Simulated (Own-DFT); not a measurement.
## Calculated data, Al3GaN4 (wurtzite random alloy, strained, atoms displaced), Al3GaN4 (wurtzite random alloy, atoms displaced)

A calculation, not a measurement: plane-wave density functional theory by an unreviewed code, no spin, of a simulated periodic cell, stress positive in tension, run twice, with PBE and with PBEsol, both on files made for PBE, so the change isn't that of files made for PBEsol, forces on such cells passed a denser k mesh, this cell's mesh not checked; the far tail of each file's local potential was reset to the Coulomb form; each entry is a single point on an unrelaxed cell, so the pressure reflects the starting lattice, mostly measured values (interpolated for alloys), from which strain is counted, and rises with the displacements; printed positions are rounded, which can move forces by about a meV/angstrom; the program, named Own-DFT, is a retired in-house code; no spin-orbit coupling; stress was not checked against mesh or cutoff. Program: Own-DFT development build.

Common to all runs: functional PBE, then PBEsol; potential files PseudoDojo norm-conserving, scalar-relativistic, standard set; wave cutoff 42 hartree; occupations Fermi-Dirac; smearing width 0.1 eV; k mesh 4 x 4 x 3 centred on Gamma.

(1) Al3GaN4 (wurtzite random alloy, strained, atoms displaced)

```
cell vectors (Å)
   9.6521     0.0000     0.0000
  -4.8260     8.3589     0.0000
   0.0000     0.0000    10.0655
atoms (fractions of the cell vectors)
Al  0.12163  0.23272  0.00206
Ga  0.22134  0.10573  0.25347
N   0.11126  0.22653  0.19301
N   0.23215  0.11547  0.43707
Al  0.11888  0.22394  0.49376
Ga  0.22526  0.11368  0.74443
N   0.10985  0.21008  0.69025
N   0.22296  0.11262  0.94368
Al  0.11705  0.56432  0.99964
Ga  0.22003  0.44390  0.24861
N   0.10505  0.55069  0.19293
N   0.22456  0.45209  0.43353
Ga  0.10973  0.55463  0.50239
Al  0.22574  0.44330  0.74899
N   0.10523  0.55101  0.68856
N   0.23400  0.44934  0.94491
Ga  0.10815  0.87881  0.00580
Al  0.22328  0.77242  0.23737
N   0.11647  0.88981  0.19705
N   0.22210  0.78598  0.43893
Al  0.12648  0.89880  0.49723
Ga  0.22895  0.77569  0.75204
N   0.11268  0.88656  0.68411
N   0.23061  0.77734  0.93926
Ga  0.44615  0.22400  0.00006
Al  0.55916  0.11383  0.24201
N   0.44830  0.21764  0.19080
N   0.54814  0.11889  0.43394
Al  0.44051  0.21874  0.50142
Ga  0.55854  0.12337  0.74309
N   0.44078  0.22245  0.69519
N   0.55593  0.11900  0.94624
Al  0.44386  0.55897  0.00215
Al  0.54439  0.44044  0.25582
N   0.44741  0.55718  0.18192
N   0.56157  0.43991  0.44014
Al  0.45144  0.55319  0.49561
Al  0.54889  0.42281  0.74668
N   0.44089  0.55025  0.68564
N   0.55636  0.44580  0.94427
Al  0.43024  0.88262  0.01139
Al  0.55333  0.78763  0.25159
N   0.44140  0.88128  0.18045
N   0.55718  0.78081  0.43780
Al  0.44245  0.89262  0.50241
Al  0.55921  0.78210  0.75154
N   0.43872  0.88457  0.68643
N   0.55858  0.77533  0.93793
Al  0.77271  0.22099  0.99311
Ga  0.88789  0.11115  0.24767
N   0.77400  0.22144  0.18550
N   0.88098  0.10507  0.44419
Al  0.78147  0.22139  0.49991
Al  0.88342  0.10652  0.75520
N   0.77023  0.22052  0.68983
N   0.89536  0.11591  0.93855
Al  0.78334  0.55665  0.00447
Al  0.89103  0.45299  0.24408
N   0.78302  0.56186  0.19029
N   0.88891  0.44838  0.44558
Al  0.77321  0.56109  0.48799
Al  0.89812  0.44446  0.75221
N   0.78703  0.56462  0.68863
N   0.89037  0.43810  0.94007
Al  0.78349  0.89741  0.00463
Al  0.89188  0.77361  0.24730
N   0.77933  0.88989  0.18592
N   0.88467  0.77356  0.44183
Al  0.77654  0.88344  0.50438
Al  0.88408  0.76868  0.75316
N   0.77477  0.86997  0.69084
N   0.89084  0.76404  0.93573
```

| Quantity | Value |
| --- | --- |
| PBE pressure | -3.44 GPa |
| PBE stress xx | 6.58 GPa |
| PBE stress yy | 7.47 GPa |
| PBE stress zz | -3.72 GPa |
| PBE stress yz | -0.16 GPa |
| PBE stress xz | -0.12 GPa |
| PBE stress xy | -0.48 GPa |
| PBEsol pressure | -6.36 GPa |
| PBEsol stress xx | 9.49 GPa |
| PBEsol stress yy | 10.31 GPa |
| PBEsol stress zz | -0.72 GPa |
| PBEsol stress yz | -0.14 GPa |
| PBEsol stress xz | -0.12 GPa |
| PBEsol stress xy | -0.47 GPa |
| rms change of force components from PBE to PBEsol | 0.064 eV/Å |

Force:
```csv
force element,PBE force x (eV/Å),PBE force y (eV/Å),PBE force z (eV/Å),PBEsol force x (eV/Å),PBEsol force y (eV/Å),PBEsol force z (eV/Å)
Al,-0.151,-0.978,-0.372,-0.16,-0.976,-0.377
Ga,0.285,1.255,-1.738,0.294,1.221,-1.68
N,0.582,-0.937,-0.696,0.56,-0.912,-0.537
N,-1.249,0.078,2.005,-1.244,0.067,1.793
Al,-1.173,-0.091,0.55,-1.175,-0.092,0.509
Ga,-0.463,-2.166,1.654,-0.439,-2.118,1.634
N,-2.199,2.008,-0.936,-2.021,1.905,-0.866
N,-0.654,-0.372,0.103,-0.508,-0.422,0.051
Al,0.22,-2.081,-0.182,0.219,-2.083,-0.19
Ga,0.506,0.599,-0.766,0.473,0.58,-0.722
N,-0.16,1.409,-1.389,-0.01,1.315,-1.327
N,1.444,-1.204,1.979,1.299,-1.119,1.843
Ga,-0.376,0.938,-1.186,-0.377,0.92,-1.153
Al,-0.033,-0.241,-0.088,-0.041,-0.245,-0.088
N,1.702,-0.518,1.816,1.716,-0.358,1.661
N,-1.752,-0.108,-0.824,-1.754,-0.097,-0.813
Ga,-0.491,1.494,-1.372,-0.476,1.474,-1.348
Al,-0.413,0.272,2.522,-0.394,0.269,2.509
N,-0.304,-1.631,-0.219,-0.303,-1.449,-0.312
N,1.452,-0.4,-1.08,1.451,-0.536,-1.043
Al,-1.572,-1.43,0.354,-1.593,-1.414,0.326
Ga,-1.612,0.078,-1.349,-1.577,0.103,-1.314
N,-0.264,-0.019,0.686,-0.158,0.042,0.79
N,-0.85,-0.657,1.48,-0.989,-0.591,1.326
Ga,-0.844,0.503,0.133,-0.819,0.477,0.136
Al,-0.299,-0.158,0.707,-0.29,-0.207,0.693
N,-0.72,0.969,0.972,-0.846,0.902,0.847
N,1.838,-1.163,0.775,1.83,-1.15,0.768
Al,0.851,0.806,-0.428,0.842,0.809,-0.408
Ga,0.007,-2.308,1.622,-0.011,-2.247,1.601
N,0.453,-0.639,-2.449,0.439,-0.862,-2.336
N,1.107,-2.039,-0.788,0.924,-1.948,-0.841
Al,1.691,0.188,-1.528,1.682,0.183,-1.547
Al,1.038,-0.005,-1.868,1.029,-0.01,-1.883
N,0.084,0.465,2.51,-0.034,0.411,2.564
N,-1.882,-0.089,0.136,-1.867,-0.115,0.158
Al,-1.093,0.642,0.415,-1.089,0.645,0.384
Al,0.017,5.098,1.374,0.024,5.104,1.374
N,0.404,-0.051,0.233,0.423,-0.042,0.25
N,0.348,0.64,-0.809,0.341,0.489,-0.746
Al,2.619,1.516,-4.71,2.616,1.536,-4.754
Al,1.66,-1.301,-0.67,1.655,-1.295,-0.681
N,-0.402,0.793,3.782,-0.404,0.806,3.811
N,-0.25,-0.129,0.489,-0.249,-0.128,0.519
Al,0.038,-0.155,-1.345,0.043,-0.15,-1.364
Al,-0.007,-1.194,-0.472,-0.026,-1.193,-0.493
N,1.876,0.924,0.347,1.709,0.944,0.471
N,-0.613,0.985,0.849,-0.613,0.985,0.876
Al,0.808,0.013,0.698,0.825,0.007,0.679
Ga,-0.322,0.115,0.262,-0.31,0.111,0.266
N,-0.009,0.732,0.073,0.125,0.672,0.118
N,1.084,0.44,0.468,1.094,0.433,0.329
Al,-1.182,0.613,-0.657,-1.194,0.61,-0.678
Al,0.776,-0.412,-1.482,0.765,-0.427,-1.505
N,2.399,0.625,-0.092,2.217,0.538,-0.017
N,-0.297,-0.148,0.825,-0.287,-0.13,0.853
Al,-0.888,-1.122,-1.312,-0.869,-1.143,-1.318
Al,-0.182,-1.545,1.263,-0.169,-1.56,1.263
N,-0.369,-0.818,0.434,-0.395,-0.828,0.455
N,-0.523,-0.996,-1.475,-0.387,-0.909,-1.402
Al,2.147,-0.466,2.205,2.146,-0.47,2.197
Al,-2.117,0.237,-0.772,-2.136,0.229,-0.781
N,-0.374,-2.831,-0.309,-0.372,-2.833,-0.316
N,0.181,1.126,0.458,0.179,1.129,0.477
Al,-0.076,-1.067,-1.78,-0.055,-1.056,-1.806
Al,-0.9,0.971,0.913,-0.899,1,0.898
N,0.092,-0.772,1.021,0.088,-0.628,1.105
N,0.342,1.567,-1.13,0.362,1.578,-1.106
Al,0.136,0.107,-0.717,0.132,0.11,-0.738
Al,1.018,0.647,-1.14,1.039,0.681,-1.144
N,-1.252,2.092,0.513,-1.237,2.081,0.525
N,-0.885,1.298,1.506,-0.765,1.378,1.576
```

(2) Al3GaN4 (wurtzite random alloy, strained, atoms displaced)

```
cell vectors (Å)
   9.3468     0.0000     0.0000
  -4.6734     8.0946     0.0000
   0.0000     0.0000    10.0655
atoms (fractions of the cell vectors)
Al  0.10956  0.23161  0.00236
Al  0.21880  0.10722  0.25170
N   0.11254  0.23173  0.18637
N   0.20914  0.10190  0.44454
Al  0.11831  0.23544  0.49671
Al  0.22987  0.12213  0.75221
N   0.09946  0.21664  0.68750
N   0.22325  0.11148  0.93651
Al  0.11205  0.55481  0.99550
Al  0.22379  0.44673  0.24756
N   0.10860  0.55187  0.19075
N   0.23379  0.44108  0.44162
Al  0.10987  0.55491  0.50452
Al  0.22628  0.44353  0.75050
N   0.11346  0.55925  0.68946
N   0.22297  0.43659  0.94117
Al  0.11793  0.88344  0.00813
Al  0.21638  0.78273  0.24881
N   0.10266  0.87991  0.19827
N   0.22266  0.77739  0.43539
Al  0.10893  0.89150  0.49624
Ga  0.22723  0.78274  0.75710
N   0.12938  0.90962  0.68938
N   0.21425  0.76850  0.95016
Al  0.44411  0.21635  0.99884
Al  0.54966  0.10980  0.25620
N   0.44328  0.22563  0.19066
N   0.56008  0.10889  0.43817
Al  0.44172  0.22601  0.50220
Al  0.54967  0.11175  0.76112
N   0.45068  0.21849  0.68225
N   0.56063  0.11581  0.94992
Al  0.44492  0.54683  0.99901
Al  0.55581  0.44932  0.24831
N   0.44947  0.56346  0.17976
N   0.55313  0.44012  0.43523
Al  0.44095  0.55005  0.50495
Al  0.55292  0.44588  0.75077
N   0.43730  0.57100  0.69688
N   0.55132  0.44337  0.94879
Al  0.44358  0.88856  0.00647
Ga  0.56084  0.77255  0.25900
N   0.43879  0.88361  0.19348
N   0.56006  0.78221  0.44542
Al  0.45191  0.89239  0.50916
Ga  0.56187  0.78549  0.74998
N   0.45136  0.89489  0.70459
N   0.54788  0.77489  0.94223
Al  0.77638  0.21574  0.00047
Al  0.89866  0.11231  0.25153
N   0.78227  0.22487  0.18716
N   0.89969  0.11910  0.44062
Al  0.78125  0.22462  0.49905
Al  0.88893  0.11661  0.74655
N   0.78693  0.23089  0.68264
N   0.90153  0.11692  0.93907
Al  0.78037  0.56397  0.00805
Ga  0.88650  0.44285  0.24724
N   0.78391  0.56181  0.18743
N   0.88964  0.44397  0.43770
Ga  0.77328  0.54676  0.50803
Ga  0.88674  0.44827  0.75049
N   0.76262  0.55197  0.69033
N   0.89273  0.44358  0.94154
Ga  0.77040  0.88579  0.00526
Ga  0.89339  0.77266  0.24717
N   0.77952  0.89041  0.18858
N   0.88716  0.78874  0.44018
Al  0.78168  0.88424  0.48512
Ga  0.88740  0.78307  0.74979
N   0.78193  0.89294  0.68868
N   0.89081  0.77092  0.93717
```

| Property | Result |
| --- | --- |
| PBE pressure | 8.52 GPa |
| PBE stress xx | -8.39 GPa |
| PBE stress yy | -9.24 GPa |
| PBE stress zz | -7.95 GPa |
| PBE stress yz | -0.11 GPa |
| PBE stress xz | 0.14 GPa |
| PBE stress xy | -0.78 GPa |
| PBEsol pressure | 5.37 GPa |
| PBEsol stress xx | -5.27 GPa |
| PBEsol stress yy | -6.12 GPa |
| PBEsol stress zz | -4.73 GPa |
| PBEsol stress yz | -0.08 GPa |
| PBEsol stress xz | 0.14 GPa |
| PBEsol stress xy | -0.76 GPa |
| rms change of force components from PBE to PBEsol | 0.069 eV/Å |

Force:
```csv
force element,PBE force x (eV/Å),PBE force y (eV/Å),PBE force z (eV/Å),PBEsol force x (eV/Å),PBEsol force y (eV/Å),PBEsol force z (eV/Å)
Al,1.577,-1.819,-0.193,1.598,-1.837,-0.183
Al,-0.284,0.974,0.104,-0.299,0.967,0.099
N,1.268,-1.298,0.835,1.269,-1.286,0.835
N,1.14,2.613,-1.385,1.119,2.615,-1.366
Al,-0.085,-3.008,1.21,-0.078,-3.01,1.212
Al,-0.914,-0.52,-0.628,-0.912,-0.486,-0.625
N,2.406,2.068,-0.132,2.397,2.047,-0.142
N,0.324,-0.3,1.469,0.297,-0.299,1.472
Al,0.384,-1.598,1.325,0.398,-1.613,1.309
Al,0.193,0.817,0.156,0.205,0.826,0.175
N,0.903,1.32,-0.614,0.73,1.234,-0.569
N,-1.901,1.797,-1.121,-1.908,1.809,-1.132
Al,0.431,0.597,-1.161,0.435,0.594,-1.18
Al,-1.994,-0.729,0.452,-2.012,-0.735,0.46
N,0.572,-0.314,0.114,0.441,-0.238,0.25
N,-0.415,2.104,-0.851,-0.409,2.113,-0.849
Al,-2.27,0.978,-1.195,-2.292,0.995,-1.192
Al,2.55,-2.004,0.76,2.537,-2.023,0.761
N,1.929,3.241,-2.184,1.694,3.111,-2.099
N,0.054,0.106,1.366,0.065,0.115,1.357
Al,0.753,-1.209,1.371,0.76,-1.258,1.364
Ga,-0.996,-0.097,-0.46,-0.972,-0.101,-0.449
N,-0.722,-1.941,-0.613,-0.691,-2.072,-0.525
N,1.342,1.664,-0.244,1.357,1.669,-0.402
Al,-1.114,1.064,1.032,-1.113,1.064,1.027
Al,1.079,-0.06,-1.305,1.085,-0.048,-1.317
N,-0.024,-0.661,0.204,-0.025,-0.652,0.198
N,-0.918,0.492,1.184,-0.921,0.496,1.198
Al,0.608,-1.698,-1.588,0.614,-1.702,-1.606
Al,1.809,0.637,-0.98,1.818,0.657,-0.957
N,-1.371,1.569,1.941,-1.361,1.555,1.934
N,-0.484,-1.261,-1.29,-0.479,-1.27,-1.267
Al,-1.762,1.598,-0.351,-1.769,1.615,-0.373
Al,0.149,-0.316,-0.583,0.165,-0.29,-0.579
N,0.014,-1.912,1.772,0.01,-1.713,1.836
N,-0.984,0.43,0.44,-0.841,0.51,0.498
Al,0.985,1.658,0.139,1.017,1.684,0.143
Al,-1.017,-0.323,0.965,-1.045,-0.327,0.973
N,2.369,-3.265,-1.726,2.379,-3.015,-1.65
N,1.978,-0.722,-1.753,1.994,-0.734,-1.739
Al,0.178,-0.568,0.118,0.174,-0.552,0.085
Ga,-1.525,0.995,-1.058,-1.494,0.968,-1.047
N,-0.333,1.117,-0.17,-0.201,1.035,-0.111
N,-0.215,-1.244,1.068,-0.219,-1.255,0.884
Al,-1.146,-0.104,-0.592,-1.158,-0.119,-0.579
Ga,0.857,0.645,1.221,0.825,0.613,1.211
N,-0.857,1.158,-2.045,-0.828,0.948,-1.926
N,-0.036,-0.332,0.45,0.115,-0.257,0.342
Al,1.189,1.4,0.345,1.194,1.392,0.326
Al,-1.567,0.455,-0.123,-1.565,0.453,-0.125
N,-0.498,-2.19,0.365,-0.497,-1.999,0.436
N,-0.804,-0.724,-0.677,-0.794,-0.731,-0.652
Al,0.119,-0.504,-0.567,0.105,-0.498,-0.585
Al,-0.024,-0.798,0.524,-0.042,-0.81,0.549
N,-1.381,-1.665,1.131,-1.397,-1.479,1.193
N,-2.128,-0.72,-0.578,-2.126,-0.867,-0.536
Al,0.584,-1.738,-1.975,0.578,-1.752,-1.989
Ga,0.531,-0.064,0.194,0.525,-0.051,0.196
N,-1.663,-1.99,0.362,-1.498,-1.866,0.514
N,0.596,0.04,1.049,0.443,0.119,0.928
Ga,0,1.193,-1.84,0,1.158,-1.802
Ga,0.303,0.059,0.518,0.304,0.055,0.507
N,0.823,0.694,0.938,0.998,0.78,0.826
N,-1.158,-0.154,0.666,-1.174,-0.154,0.506
Ga,0.946,0.422,-1.723,0.926,0.403,-1.683
Ga,-2.795,0.426,1.71,-2.723,0.405,1.677
N,0.596,0.785,1.687,0.574,0.604,1.592
N,3.385,-2.774,-0.44,3.425,-2.911,-0.576
Al,-2.576,3.022,2.965,-2.612,3.032,2.963
Ga,1.522,0.35,-0.173,1.464,0.336,-0.144
N,-0.655,1.066,-1.401,-0.639,0.878,-1.301
N,0.175,1.068,1.572,0.061,1.159,1.418
```

(3) Al3GaN4 (wurtzite random alloy, atoms displaced)

```
cell vectors (Å)
   9.3938     0.0000     0.0000
  -4.6969     8.1352     0.0000
   0.0000     0.0000    10.0655
atoms (fractions of the cell vectors)
Ga  0.11415  0.23390  0.99893
Al  0.22287  0.11782  0.26580
N   0.10974  0.22848  0.17755
N   0.22335  0.11556  0.42947
Al  0.11013  0.22403  0.49682
Al  0.20975  0.11365  0.76125
N   0.08070  0.21521  0.68691
N   0.20853  0.09995  0.94302
Al  0.11043  0.55887  0.00437
Al  0.21546  0.42502  0.25714
N   0.12325  0.54237  0.18645
N   0.21994  0.43738  0.43746
Al  0.11083  0.55208  0.51102
Al  0.22595  0.44912  0.74760
N   0.10841  0.55366  0.69542
N   0.22205  0.43831  0.92506
Ga  0.09947  0.89404  0.00018
Al  0.23422  0.78307  0.24217
N   0.10126  0.87729  0.20033
N   0.21773  0.77075  0.43694
Al  0.11278  0.89201  0.50432
Al  0.22787  0.77363  0.75027
N   0.10640  0.87892  0.69633
N   0.22652  0.78595  0.93933
Ga  0.43880  0.22626  0.99003
Al  0.54039  0.10059  0.25180
N   0.46147  0.21940  0.19766
N   0.55245  0.10573  0.43719
Al  0.44745  0.21843  0.50172
Al  0.55061  0.11196  0.74879
N   0.43107  0.21566  0.68378
N   0.54919  0.10164  0.93522
Ga  0.43547  0.54923  0.00652
Ga  0.56536  0.46280  0.24791
N   0.44511  0.55488  0.18558
N   0.55479  0.43349  0.44424
Al  0.42916  0.55645  0.49756
Al  0.55342  0.45463  0.75238
N   0.44062  0.55411  0.69815
N   0.55417  0.43604  0.94537
Al  0.46846  0.90177  0.99847
Al  0.54217  0.76850  0.26233
N   0.45970  0.88880  0.19055
N   0.56874  0.77809  0.44117
Al  0.44211  0.88649  0.50487
Ga  0.56849  0.77953  0.74134
N   0.44744  0.88660  0.68391
N   0.56403  0.80160  0.92801
Ga  0.76554  0.22154  0.99320
Al  0.88482  0.13048  0.24932
N   0.76143  0.20346  0.20067
N   0.87236  0.09079  0.44976
Al  0.78369  0.21536  0.50385
Ga  0.88173  0.11131  0.74768
N   0.77873  0.20692  0.70320
N   0.87966  0.10954  0.95256
Al  0.77686  0.55422  0.99787
Al  0.89832  0.44483  0.25750
N   0.78733  0.56426  0.18472
N   0.88619  0.45140  0.43498
Al  0.77017  0.56520  0.49541
Al  0.86573  0.42739  0.76122
N   0.78229  0.55029  0.69754
N   0.89973  0.45623  0.95313
Al  0.77646  0.88979  0.99988
Al  0.89446  0.77830  0.25364
N   0.78497  0.88466  0.19206
N   0.90020  0.78678  0.44018
Ga  0.77138  0.88081  0.50456
Al  0.87474  0.75527  0.75388
N   0.76233  0.87322  0.68135
N   0.87850  0.77176  0.93963
```

| Property | Result |
| --- | --- |
| PBE pressure | 9.14 GPa |
| PBE stress xx | -9.23 GPa |
| PBE stress yy | -7.77 GPa |
| PBE stress zz | -10.44 GPa |
| PBE stress yz | 1.63 GPa |
| PBE stress xz | -0.79 GPa |
| PBE stress xy | 0.38 GPa |
| PBEsol pressure | 5.99 GPa |
| PBEsol stress xx | -6.05 GPa |
| PBEsol stress yy | -4.6 GPa |
| PBEsol stress zz | -7.32 GPa |
| PBEsol stress yz | 1.61 GPa |
| PBEsol stress xz | -0.82 GPa |
| PBEsol stress xy | 0.45 GPa |
| rms change of force components from PBE to PBEsol | 0.08 eV/Å |

Force:
```csv
force element,PBE force x (eV/Å),PBE force y (eV/Å),PBE force z (eV/Å),PBEsol force x (eV/Å),PBEsol force y (eV/Å),PBEsol force z (eV/Å)
Ga,-0.992,-2.037,-1.175,-0.967,-1.987,-1.118
Al,0.752,-1.048,-7.128,0.74,-1.031,-7.211
N,0.722,-1.575,4.401,0.707,-1.601,4.132
N,-0.214,-0.035,6.422,-0.2,-0.036,6.462
Al,-0.489,-2.264,1.026,-0.488,-2.278,1.024
Al,0.157,-1.364,-2.439,0.138,-1.347,-2.443
N,6.232,2.73,-1.186,5.967,2.6,-1.084
N,0.095,3.411,-1.098,0.094,3.329,-0.891
Al,1.824,1.094,-0.851,1.855,1.084,-0.856
Al,0.287,2.476,-1.825,0.326,2.482,-1.823
N,-1.498,1.168,1.017,-1.479,1.162,1.03
N,-1.026,0.391,1.017,-1.048,0.393,1.016
Al,-1.551,0.556,-1.472,-1.538,0.538,-1.481
Al,-1.605,-1.194,-0.6,-1.605,-1.213,-0.63
N,-0.189,-0.772,-0.167,-0.22,-0.781,-0.129
N,-0.765,2.058,1.513,-0.642,1.941,1.679
Ga,1.571,-3.039,1.596,1.539,-2.959,1.552
Al,-0.855,-1.226,0.427,-0.843,-1.234,0.404
N,2.496,2.364,-0.941,2.49,2.376,-1.056
N,0.939,0.463,0.44,0.918,0.458,0.425
Al,0.583,-0.352,0.004,0.594,-0.322,0.007
Al,-0.906,0.711,0.592,-0.893,0.711,0.581
N,-0.609,1.047,-0.454,-0.603,1.038,-0.424
N,0.95,-0.79,0.819,0.83,-0.696,0.87
Ga,0.738,-3.394,2.719,0.726,-3.297,2.676
Al,3.131,-0.108,1.047,3.146,-0.14,1.043
N,-5.001,1.487,-1.696,-5.027,1.65,-1.768
N,0.387,-0.133,1.762,0.403,-0.124,1.743
Al,-0.416,-0.307,-1.128,-0.426,-0.325,-1.145
Al,-0.126,-1.363,-0.618,-0.12,-1.35,-0.625
N,0.191,0.917,2.08,0.176,0.921,2.086
N,-1.416,2.272,-1.127,-1.372,2.456,-1.023
Ga,0.138,1.62,-2.539,0.142,1.528,-2.458
Ga,1.925,-2.373,0.562,1.891,-2.334,0.529
N,-1.871,0.098,2.767,-1.714,0.005,2.602
N,-1.797,2.014,0.258,-1.821,2.008,0.105
Al,3.16,-0.118,1.036,3.173,-0.106,1.045
Al,1.093,-1.999,-0.289,1.103,-2,-0.28
N,-0.042,-0.68,-2.423,-0.037,-0.469,-2.376
N,0.003,3.122,-2.071,-0.137,2.946,-1.943
Al,-3.218,-2.201,1.206,-3.244,-2.2,1.25
Al,2.874,1.225,-2.17,2.89,1.21,-2.172
N,-1.95,-0.449,-0.595,-1.923,-0.435,-0.609
N,-4.738,-2.821,-0.181,-4.506,-2.666,-0.056
Al,-0.074,0.17,-1.664,-0.043,0.157,-1.689
Ga,-4.885,-1.241,2.316,-4.791,-1.199,2.271
N,-1.011,0.571,0.871,-0.853,0.499,0.952
N,2.033,-2.732,1.195,2.057,-2.83,0.998
Ga,1.217,0.528,2.336,1.207,0.498,2.289
Al,3.739,-4.682,0.565,3.799,-4.693,0.573
N,-2.121,3.581,-1.437,-2.191,3.588,-1.557
N,1.366,4.804,-2.229,1.384,4.533,-2.154
Al,-2.151,0.731,-0.496,-2.159,0.744,-0.467
Ga,2.169,-5.032,3.683,2.105,-4.882,3.579
N,-6.96,3.901,-2.775,-6.659,3.719,-2.677
N,1.13,0.006,-1.628,1.086,0.186,-1.656
Al,-0.02,0.542,1.363,-0.037,0.519,1.356
Al,-1.159,-0.251,-2.422,-1.159,-0.256,-2.468
N,0.928,-0.804,0.726,0.794,-0.873,0.781
N,1.079,-0.993,2.778,1.057,-0.984,2.794
Al,2.069,-0.62,0.489,2.057,-0.598,0.502
Al,2.982,1.109,-0.193,2.999,1.078,-0.175
N,-2.231,-1.668,-1.398,-2.225,-1.678,-1.418
N,-1.695,-1.542,-2.059,-1.698,-1.69,-2.007
Al,-0.009,-0.278,1.463,0.011,-0.294,1.46
Al,-1.625,-0.078,-0.139,-1.654,-0.099,-0.127
N,-1.661,0.548,0.104,-1.673,0.559,0.117
N,-0.419,-1.593,0.457,-0.555,-1.499,0.502
Ga,2.768,-0.04,-1.404,2.685,-0.02,-1.369
Al,0.777,3.716,-0.218,0.765,3.742,-0.227
N,5.648,1.994,1.957,5.403,1.993,1.861
N,-0.859,-0.228,-0.779,-0.708,-0.128,-0.704
```
